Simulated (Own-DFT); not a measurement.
Simulation results for AlGa₃N₄ (wurtzite random alloy, strained, atoms displaced), In₃GaAs₄ (zincblende random alloy, strained, atoms displaced)

Computed with Own-DFT development build. A calculation, not a measurement: plane-wave PBE density functional theory by an unreviewed code, no spin, of a simulated periodic cell, stress positive in tension, free energy of the whole cell less one offset for each atom, forces on such cells passed a denser k mesh, this cell's mesh not checked; offsets are fitted by least squares, one for each functional and potential file, so energies compare only between cells with the same atoms and settings and are not formation energies; the far tail of each file's local potential was reset to the Coulomb form; each entry is a single point on an unrelaxed cell, so the pressure reflects the starting lattice, mostly measured values, from which strain is counted, and rises with the displacements; printed positions are rounded, which can move forces by about a meV/angstrom; the program is a retired in-house code; no spin-orbit coupling.

Settings shared by all entries: functional PBE.

```yaml
- entry: 1
  formula: AlGa3N4
  kind: "wurtzite random alloy, strained, atoms displaced"
  structure:
    cell_angstrom: [[9.7232, 0.0, 0.0], [-4.8616, 8.4205, 0.0], [0.0, 0.0, 10.2685]]
    atoms_fractional:
      - [Ga, 0.11739, 0.2221, 0.99837]
      - [Ga, 0.23179, 0.12065, 0.24703]
      - ["N", 0.11385, 0.22459, 0.19061]
      - ["N", 0.2145, 0.09988, 0.44294]
      - [Ga, 0.11566, 0.23058, 0.4949]
      - [Ga, 0.22576, 0.1223, 0.75202]
      - ["N", 0.12055, 0.23044, 0.69088]
      - ["N", 0.21469, 0.10249, 0.93493]
      - [Ga, 0.10771, 0.55564, 0.00098]
      - [Al, 0.22827, 0.44313, 0.24818]
      - ["N", 0.11115, 0.54497, 0.19958]
      - ["N", 0.22767, 0.4443, 0.43308]
      - [Ga, 0.10654, 0.5542, 0.49065]
      - [Ga, 0.22269, 0.45274, 0.75602]
      - ["N", 0.10921, 0.54814, 0.69026]
      - ["N", 0.2318, 0.43993, 0.92987]
      - [Al, 0.11343, 0.89287, 0.99274]
      - [Ga, 0.21622, 0.77733, 0.24873]
      - ["N", 0.10209, 0.87944, 0.19191]
      - ["N", 0.23411, 0.78068, 0.44876]
      - [Ga, 0.11229, 0.8794, 0.50899]
      - [Al, 0.22714, 0.78318, 0.746]
      - ["N", 0.1109, 0.88856, 0.68899]
      - ["N", 0.22742, 0.77343, 0.93033]
      - [Al, 0.44024, 0.21883, 0.00358]
      - [Ga, 0.55219, 0.11122, 0.25277]
      - ["N", 0.43727, 0.21722, 0.18923]
      - ["N", 0.54758, 0.09926, 0.43907]
      - [Ga, 0.44124, 0.22084, 0.50071]
      - [Ga, 0.55429, 0.11574, 0.75399]
      - ["N", 0.43757, 0.21703, 0.68961]
      - ["N", 0.56105, 0.11225, 0.93636]
      - [Ga, 0.44896, 0.5541, 1.0e-05]
      - [Ga, 0.55788, 0.45161, 0.25721]
      - ["N", 0.44306, 0.55031, 0.19347]
      - ["N", 0.54844, 0.42967, 0.45122]
      - [Al, 0.44558, 0.54946, 0.49303]
      - [Al, 0.55279, 0.43867, 0.74202]
      - ["N", 0.44051, 0.55382, 0.69304]
      - ["N", 0.55504, 0.44248, 0.94577]
      - [Ga, 0.44572, 0.89191, 0.00624]
      - [Al, 0.55946, 0.77063, 0.25898]
      - ["N", 0.45917, 0.89978, 0.19125]
      - ["N", 0.56423, 0.78874, 0.4356]
      - [Al, 0.43055, 0.86823, 0.50953]
      - [Ga, 0.55855, 0.77311, 0.75244]
      - ["N", 0.43561, 0.89159, 0.69617]
      - ["N", 0.56124, 0.7846, 0.93131]
      - [Al, 0.77475, 0.21514, 0.00519]
      - [Ga, 0.87602, 0.10972, 0.25709]
      - ["N", 0.76867, 0.21807, 0.1888]
      - ["N", 0.90709, 0.11459, 0.43548]
      - [Ga, 0.78402, 0.2322, 0.50199]
      - [Ga, 0.88518, 0.10132, 0.75514]
      - ["N", 0.77229, 0.21609, 0.69062]
      - ["N", 0.8944, 0.1143, 0.9394]
      - [Ga, 0.7772, 0.56086, 0.00303]
      - [Ga, 0.89309, 0.45115, 0.26022]
      - ["N", 0.77667, 0.55827, 0.18181]
      - ["N", 0.89779, 0.44531, 0.4359]
      - [Ga, 0.78551, 0.5563, 0.49454]
      - [Ga, 0.89756, 0.4482, 0.7436]
      - ["N", 0.77661, 0.5609, 0.68836]
      - ["N", 0.89153, 0.43961, 0.93971]
      - [Ga, 0.77888, 0.88086, 0.99621]
      - [Ga, 0.88746, 0.76905, 0.25022]
      - ["N", 0.77895, 0.88428, 0.20036]
      - ["N", 0.89523, 0.77153, 0.4336]
      - [Ga, 0.78034, 0.88964, 0.49267]
      - [Ga, 0.88944, 0.77022, 0.74124]
      - ["N", 0.77736, 0.87891, 0.68175]
      - ["N", 0.89676, 0.78033, 0.93914]
  settings:
    potential_files: "PseudoDojo norm-conserving, scalar-relativistic, standard set"
    "wave_cutoff [hartree]": 42.0
    occupations: Fermi-Dirac
    "smearing_width [eV]": 0.1
    k_mesh: "4 x 4 x 3 centred on Gamma"
  results:
    "free_energy_of_cell_above_offsets [eV]": "7.671"
    "pressure [GPa]": -0.54
    "stress_xx [GPa]": 3.12
    "stress_yy [GPa]": 4.14
    "stress_zz [GPa]": -5.63
    "stress_yz [GPa]": 0.42
    "stress_xz [GPa]": -0.47
    "stress_xy [GPa]": -1.47
    force_element: [Ga, Ga, "N", "N", Ga, Ga, "N", "N", Ga, Al, "N", "N", Ga, Ga, "N", "N", Al, Ga, "N", "N", Ga, Al, "N", "N", Al, Ga, "N", "N", Ga, Ga, "N", "N", Ga, Ga, "N", "N", Al, Al, "N", "N", Ga, Al, "N", "N", Al, Ga, "N", "N", Al, Ga, "N", "N", Ga, Ga, "N", "N", Ga, Ga, "N", "N", Ga, Ga, "N", "N", Ga, Ga, "N", "N", Ga, Ga, "N", "N"]
    "force_x [eV/angstrom]": [-0.811, -1.986, -0.308, 0.435, 1.408, -0.39, -1.308, 1.598, 0.775, -0.681, 0.204, 0.36, 2.555, 0.674, -0.263, -0.784, 0.476, 1.359, 1.012, -1.66, -0.361, -0.749, 0.753, -1.237, 0.56, -0.029, 1.427, 0.45, 0.187, 0.185, 0.8, -0.858, -0.48, 0.658, -0.511, 0.108, -0.614, -0.392, 1.333, 0.367, 0.35, -0.707, -0.282, -0.972, 2.155, -0.692, 1.388, 0.062, 0.286, 1.349, 0.501, -2.389, -0.251, 0.416, 0.514, -0.82, 0.922, -0.347, 0.263, -1.594, -0.981, -1.222, 0.175, -0.806, -0.261, -0.296, -0.987, -0.512, 0.854, -0.19, -0.321, 0.132]
    "force_y [eV/angstrom]": [0.109, -2.05, 0.478, 0.912, -0.876, -1.134, -0.436, 0.599, -0.315, -0.683, 0.971, 1.168, 0.618, -0.968, 2.261, 0.551, -1.34, 0.284, 1.214, -1.49, 1.204, -0.988, -0.266, 0.747, 0.239, 0.154, 1.44, 0.437, -3.008, -0.669, 1.619, 0.715, 0.514, -1.4, 1.33, 3.084, 0.713, 0.584, -0.262, -1.019, -0.26, 1.178, -2.596, -2.248, 2.977, 0.371, -0.569, -0.707, 0.819, -0.045, 1.06, -0.315, -2.634, 0.706, 0.754, -0.477, -0.895, -1.146, -1.146, -0.242, -0.175, -1.018, -2.519, -0.418, 1.118, 1.326, -0.394, -0.08, 0.394, 1.521, 0.808, -0.187]
    "force_z [eV/angstrom]": [0.376, 1.404, -0.143, -0.486, 1.221, -1.069, -0.421, 1.614, -0.064, -0.07, -0.805, -0.01, 1.494, -2.339, -1.241, 3.629, 0.819, 0.283, -1.821, -1.382, -1.747, 0.419, 1.575, 1.12, -0.779, 0.329, -0.855, 1.239, 0.029, -1.032, 0.519, 2.035, -0.466, -0.743, 0.347, -1.429, 1.505, 0.981, -1.73, -1.495, -1.227, -1.998, 0.412, 1.287, 0.042, -1.704, -1.307, 2.481, -1.012, -1.821, 0.092, 1.327, -0.063, -1.372, -0.208, 1.153, -2.138, -3.819, 2.781, 1.679, 1.046, 1.409, -0.519, 0.244, 0.988, -0.575, -0.995, 1.255, 0.344, 1.196, 0.592, -0.383]
- entry: 2
  formula: In3GaAs4
  kind: "zincblende random alloy, strained, atoms displaced"
  structure:
    cell_angstrom: [[11.7374, 0.0, 0.0], [0.0, 11.7374, 0.0], [0.0, 0.0, 12.1085]]
    atoms_fractional:
      - [In, 0.00141, 0.00274, 0.99892]
      - [In, 0.00599, 0.24729, 0.25442]
      - [In, 0.25165, 0.0021, 0.25067]
      - [In, 0.25581, 0.24525, 0.00705]
      - [As, 0.12942, 0.1193, 0.12442]
      - [As, 0.12706, 0.36556, 0.37235]
      - [As, 0.37322, 0.12749, 0.3702]
      - [As, 0.37461, 0.3734, 0.12201]
      - [In, 0.99974, 0.9959, 0.50175]
      - [Ga, 0.00607, 0.25039, 0.75032]
      - [In, 0.25037, 0.99479, 0.75502]
      - [In, 0.24344, 0.25604, 0.49274]
      - [As, 0.12566, 0.12591, 0.62768]
      - [As, 0.12096, 0.37594, 0.87856]
      - [As, 0.37659, 0.126, 0.86866]
      - [As, 0.37101, 0.37661, 0.62324]
      - [In, 0.99824, 0.4961, 0.99802]
      - [In, 0.99993, 0.74506, 0.25646]
      - [Ga, 0.24337, 0.4971, 0.24911]
      - [Ga, 0.25253, 0.75063, 0.00528]
      - [As, 0.12271, 0.62874, 0.13168]
      - [As, 0.12574, 0.87461, 0.37054]
      - [As, 0.37974, 0.62768, 0.37535]
      - [As, 0.37663, 0.87547, 0.13443]
      - [In, 0.00639, 0.50005, 0.49293]
      - [In, 0.9965, 0.75132, 0.74533]
      - [Ga, 0.25486, 0.50274, 0.75554]
      - [Ga, 0.25967, 0.7529, 0.50119]
      - [As, 0.12518, 0.62712, 0.62186]
      - [As, 0.12622, 0.87322, 0.87984]
      - [As, 0.37009, 0.61863, 0.87672]
      - [As, 0.37478, 0.87174, 0.62387]
      - [In, 0.49936, 0.00888, 0.9954]
      - [Ga, 0.50776, 0.24346, 0.25178]
      - [In, 0.75017, 0.00023, 0.24925]
      - [In, 0.74421, 0.24823, 0.99916]
      - [As, 0.62127, 0.12025, 0.12357]
      - [As, 0.6214, 0.37411, 0.37396]
      - [As, 0.87613, 0.12458, 0.37566]
      - [As, 0.87938, 0.37481, 0.12456]
      - [In, 0.49426, 0.9981, 0.49809]
      - [In, 0.5014, 0.24717, 0.75193]
      - [In, 0.75685, 0.99744, 0.74752]
      - [In, 0.7454, 0.25668, 0.49899]
      - [As, 0.62822, 0.11963, 0.62066]
      - [As, 0.62566, 0.37138, 0.87918]
      - [As, 0.87538, 0.12862, 0.87571]
      - [As, 0.86702, 0.37456, 0.6175]
      - [In, 0.49894, 0.50142, 0.99389]
      - [In, 0.50739, 0.74464, 0.24847]
      - [In, 0.74995, 0.4981, 0.24804]
      - [In, 0.75246, 0.75307, 0.9977]
      - [As, 0.62055, 0.62437, 0.12758]
      - [As, 0.62919, 0.86166, 0.38021]
      - [As, 0.87001, 0.62517, 0.38121]
      - [As, 0.87909, 0.87403, 0.1275]
      - [In, 0.48973, 0.5024, 0.49828]
      - [In, 0.494, 0.7474, 0.75427]
      - [Ga, 0.74557, 0.49563, 0.7507]
      - [Ga, 0.75461, 0.74429, 0.50193]
      - [As, 0.61923, 0.62386, 0.62237]
      - [As, 0.62411, 0.88218, 0.87211]
      - [As, 0.86679, 0.62825, 0.87514]
      - [As, 0.88184, 0.87602, 0.62137]
  settings:
    potential_files: "PseudoDojo norm-conserving, scalar-relativistic, standard set"
    "wave_cutoff [hartree]": 42.0
    occupations: Fermi-Dirac
    "smearing_width [eV]": 0.1
    k_mesh: "3 x 3 x 3 centred on Gamma"
  results:
    "free_energy_of_cell_above_offsets [eV]": "-24.645"
    "pressure [GPa]": 5.54
    "stress_xx [GPa]": -5.92
    "stress_yy [GPa]": -5.94
    "stress_zz [GPa]": -4.77
    "stress_yz [GPa]": -0.09
    "stress_xz [GPa]": -0.28
    "stress_xy [GPa]": 0.14
    force_element: [In, In, In, In, As, As, As, As, In, Ga, In, In, As, As, As, As, In, In, Ga, Ga, As, As, As, As, In, In, Ga, Ga, As, As, As, As, In, Ga, In, In, As, As, As, As, In, In, In, In, As, As, As, As, In, In, In, In, As, As, As, As, In, In, Ga, Ga, As, As, As, As]
    "force_x [eV/angstrom]": [-0.308, -0.79, -0.227, -0.578, -0.507, -0.07, 0.917, 0.663, 0.8, -0.606, -0.142, 1.279, -0.303, 1.135, -0.719, -0.435, -0.127, -0.561, 0.626, -0.064, 1.219, 0.846, -2.216, 0.079, -0.349, 0.488, -0.975, -0.779, 1.58, 0.3, -1.112, -0.619, -0.631, -0.516, -0.098, 0.808, 0.01, -0.843, -0.299, -0.426, 0.544, 0.413, -0.091, -0.136, -0.321, 0.19, 0.668, 1.382, 0.241, -0.688, -0.001, -0.861, 1.009, 0.531, -0.307, -0.024, 0.774, 0.516, 0.048, -0.364, 1.445, -0.059, 0.314, -1.674]
    "force_y [eV/angstrom]": [-0.213, -0.632, -0.381, 0.071, 0.482, 2.535, 0.707, 0.468, 0.768, 0.266, 0.087, -1.295, 0.332, -0.61, 0.052, 0.075, 1.258, 0.373, 0.201, 0.04, -0.846, -0.425, 0.111, -0.518, -0.269, -0.494, -0.51, -0.293, -0.13, -1.056, 1.031, -0.19, -1.15, 0.473, -0.498, -0.086, 0.968, -0.131, 0.136, -0.676, -0.078, 0.428, 0.313, -1.139, 0.249, 0.99, 0.407, 0.737, -0.331, 0.716, -0.015, 0.393, -0.529, 0.632, 0.101, 0.026, -0.557, 0.065, 0.278, 0.26, -0.012, -0.618, -1.298, -1.049]
    "force_z [eV/angstrom]": [0.108, -1.151, 0.131, -1.005, 0.103, -1.131, 0.064, 1.901, -0.72, -0.18, -0.579, 1.609, 0.307, -1.511, 0.512, 1.153, 0.198, 0.096, -0.002, 0.241, -0.97, 1.35, -0.657, -1.67, 0.557, 0.769, -0.732, -0.399, 0.228, 0.37, 0.128, -0.14, 0.277, -0.256, 0.448, 0.801, 1.058, -0.761, 0.234, 0.346, -0.35, -1.12, -0.052, -0.466, 0.228, -1.305, -0.808, 2.096, 0.873, 0.516, 0.097, 0.698, -1.351, 0.44, -0.035, -0.164, 0.222, -0.082, -0.287, 0.575, 0.461, 0.155, -1.121, -0.344]
- entry: 3
  formula: AlGa3N4
  kind: "wurtzite random alloy, strained, atoms displaced"
  structure:
    cell_angstrom: [[9.5092, 0.0, 0.0], [-4.7546, 8.2353, 0.0], [0.0, 0.0, 10.3969]]
    atoms_fractional:
      - [Ga, 0.11446, 0.21535, 0.99945]
      - [Ga, 0.22977, 0.11939, 0.25252]
      - ["N", 0.10076, 0.21352, 0.19087]
      - ["N", 0.21225, 0.11202, 0.4453]
      - [Ga, 0.09721, 0.22612, 0.49898]
      - [Ga, 0.2198, 0.11339, 0.75839]
      - ["N", 0.1048, 0.21312, 0.6857]
      - ["N", 0.2153, 0.10241, 0.9421]
      - [Ga, 0.11509, 0.55456, 0.99842]
      - [Ga, 0.23102, 0.45254, 0.25157]
      - ["N", 0.10786, 0.55176, 0.19388]
      - ["N", 0.2219, 0.45192, 0.43236]
      - [Ga, 0.10606, 0.55286, 0.50224]
      - [Ga, 0.22663, 0.4351, 0.75159]
      - ["N", 0.12205, 0.55664, 0.68826]
      - ["N", 0.22356, 0.4464, 0.94435]
      - [Ga, 0.10781, 0.88501, 0.98945]
      - [Al, 0.21552, 0.78386, 0.24734]
      - ["N", 0.10736, 0.88803, 0.1859]
      - ["N", 0.22249, 0.77647, 0.44423]
      - [Ga, 0.1116, 0.8898, 0.5021]
      - [Ga, 0.2204, 0.77314, 0.75045]
      - ["N", 0.11049, 0.89255, 0.68067]
      - ["N", 0.22431, 0.78117, 0.93541]
      - [Ga, 0.44536, 0.22497, 0.99784]
      - [Ga, 0.54922, 0.10708, 0.24502]
      - ["N", 0.4552, 0.22982, 0.18411]
      - ["N", 0.55211, 0.11411, 0.43634]
      - [Ga, 0.44926, 0.22135, 0.49993]
      - [Ga, 0.54127, 0.11247, 0.75947]
      - ["N", 0.44062, 0.22164, 0.68644]
      - ["N", 0.55857, 0.11174, 0.93762]
      - [Al, 0.43705, 0.55595, 0.99856]
      - [Ga, 0.54955, 0.43746, 0.2484]
      - ["N", 0.43574, 0.54761, 0.19226]
      - ["N", 0.5488, 0.44523, 0.43644]
      - [Ga, 0.45035, 0.5636, 0.50392]
      - [Al, 0.55892, 0.43581, 0.74807]
      - ["N", 0.44809, 0.56093, 0.68922]
      - ["N", 0.54483, 0.43314, 0.94081]
      - [Al, 0.44577, 0.88711, 0.99394]
      - [Ga, 0.56498, 0.78556, 0.23843]
      - ["N", 0.45535, 0.89115, 0.18876]
      - ["N", 0.552, 0.78013, 0.43419]
      - [Ga, 0.4507, 0.89313, 0.4961]
      - [Ga, 0.54873, 0.77073, 0.74888]
      - ["N", 0.45206, 0.89986, 0.67899]
      - ["N", 0.56298, 0.78098, 0.93866]
      - [Ga, 0.77919, 0.22493, 0.00419]
      - [Ga, 0.89338, 0.11681, 0.24006]
      - ["N", 0.77368, 0.2192, 0.18082]
      - ["N", 0.88916, 0.11781, 0.44913]
      - [Ga, 0.77929, 0.21897, 0.50076]
      - [Al, 0.89202, 0.11122, 0.75142]
      - ["N", 0.76993, 0.21041, 0.68244]
      - ["N", 0.89798, 0.11037, 0.94424]
      - [Al, 0.78994, 0.56123, 0.99718]
      - [Al, 0.89364, 0.44963, 0.24325]
      - ["N", 0.77714, 0.55283, 0.19254]
      - ["N", 0.88729, 0.44785, 0.44522]
      - [Ga, 0.77486, 0.55342, 0.49749]
      - [Ga, 0.8897, 0.44432, 0.7359]
      - ["N", 0.78276, 0.5614, 0.69279]
      - ["N", 0.88417, 0.44574, 0.93187]
      - [Al, 0.76754, 0.88638, 0.99985]
      - [Ga, 0.89624, 0.78536, 0.24827]
      - ["N", 0.7769, 0.89054, 0.19744]
      - ["N", 0.89655, 0.78988, 0.43931]
      - [Al, 0.78324, 0.88983, 0.50374]
      - [Ga, 0.87759, 0.77499, 0.7436]
      - ["N", 0.76704, 0.89002, 0.68436]
      - ["N", 0.88567, 0.77804, 0.94361]
  settings:
    potential_files: "PseudoDojo norm-conserving, scalar-relativistic, standard set with the stringent files for Ga"
    "wave_cutoff [hartree]": 96.0
    occupations: Gaussian
    "smearing_width [eV]": 0.01
    k_mesh: "4 x 4 x 3 centred on Gamma"
  results:
    "free_energy_of_cell_above_offsets [eV]": "-9.038"
    "pressure [GPa]": 4.73
    "stress_xx [GPa]": -7.27
    "stress_yy [GPa]": -5.42
    "stress_zz [GPa]": -1.51
    "stress_yz [GPa]": -0.18
    "stress_xz [GPa]": 0.49
    "stress_xy [GPa]": 0.19
    force_element: [Ga, Ga, "N", "N", Ga, Ga, "N", "N", Ga, Ga, "N", "N", Ga, Ga, "N", "N", Ga, Al, "N", "N", Ga, Ga, "N", "N", Ga, Ga, "N", "N", Ga, Ga, "N", "N", Al, Ga, "N", "N", Ga, Al, "N", "N", Al, Ga, "N", "N", Ga, Ga, "N", "N", Ga, Ga, "N", "N", Ga, Al, "N", "N", Al, Al, "N", "N", Ga, Ga, "N", "N", Al, Ga, "N", "N", Al, Ga, "N", "N"]
    "force_x [eV/angstrom]": [-0.887, -0.585, 2.636, 1.172, 2.891, 0.228, -0.392, 1.27, -1.539, -1.864, -0.251, 0.47, 0.794, -0.857, -0.519, 0.837, -0.213, 1.652, 1.612, -0.41, 0.649, 0.082, -0.072, 1.237, 0.209, 0.907, -1.215, 1.084, -2.004, 2.129, -0.345, -0.461, 1.758, 0.434, 1.843, 0.822, -1.039, -0.867, 1.195, 0.267, -0.102, -1.063, -3.005, 2.164, -0.8, -0.507, -0.605, -1.829, 0.49, -1.783, 0.098, -0.474, -1.869, -1.28, 0.352, -1.676, -1.632, -0.787, 0.475, 0.159, -0.566, 0.789, -1.3, 0.799, 2.404, -0.932, 1.43, -1.159, -1.357, 0.758, 1.276, -1.126]
    "force_y [eV/angstrom]": [1.005, -0.713, 2.047, 0.787, 1.092, -0.886, 0.774, 1.067, 0.005, -1.549, 1.546, -0.655, 0.87, 0.464, -0.92, -0.633, -0.441, -0.916, 0.85, 0.487, 0.336, 1.214, -0.533, -0.22, -1.424, 0.71, -1.808, -0.087, 0.107, -0.481, 1.019, -1.11, -0.287, 1.914, 1.766, -0.125, -0.31, 1.132, -2.343, 3.26, 0.608, -2.232, -0.812, 0.421, -0.298, 2.1, -1.193, -1.149, 0.133, -0.922, 1.391, -2.743, 0.589, -0.4, 0.923, -0.997, -0.858, -1.078, 0.419, -0.819, 1.043, -0.898, -1.865, 0.226, 1.016, -1.119, 0.521, -1.289, 0.358, 1.755, 0.513, -0.358]
    "force_z [eV/angstrom]": [1.338, 0.53, -0.938, -1.109, -0.034, -1.781, 1.193, -0.563, 0.499, 0.297, -0.955, 1.688, -0.508, -0.158, 0.381, -0.885, 1.617, 1.042, -0.534, -1.991, -0.839, -1.443, 2.819, 0.592, 0.645, 0.898, -0.102, -0.926, -0.091, -1.953, 0.736, 1.195, 0.747, 0.507, -2.583, 0.447, -1.125, 0.651, 0.451, -1.421, 0.806, 2.511, -1.991, 0.117, -0.114, -0.095, 2.145, 0.455, -1.964, 2.016, 2.158, -2.308, -0.251, 0.062, 2.048, -1.487, 0.735, 1.243, -1.29, -1.839, -0.162, 1.127, -0.964, 0.316, 0.757, 0.821, -2.698, -0.008, -1.174, 0.86, 0.495, -0.664]
```
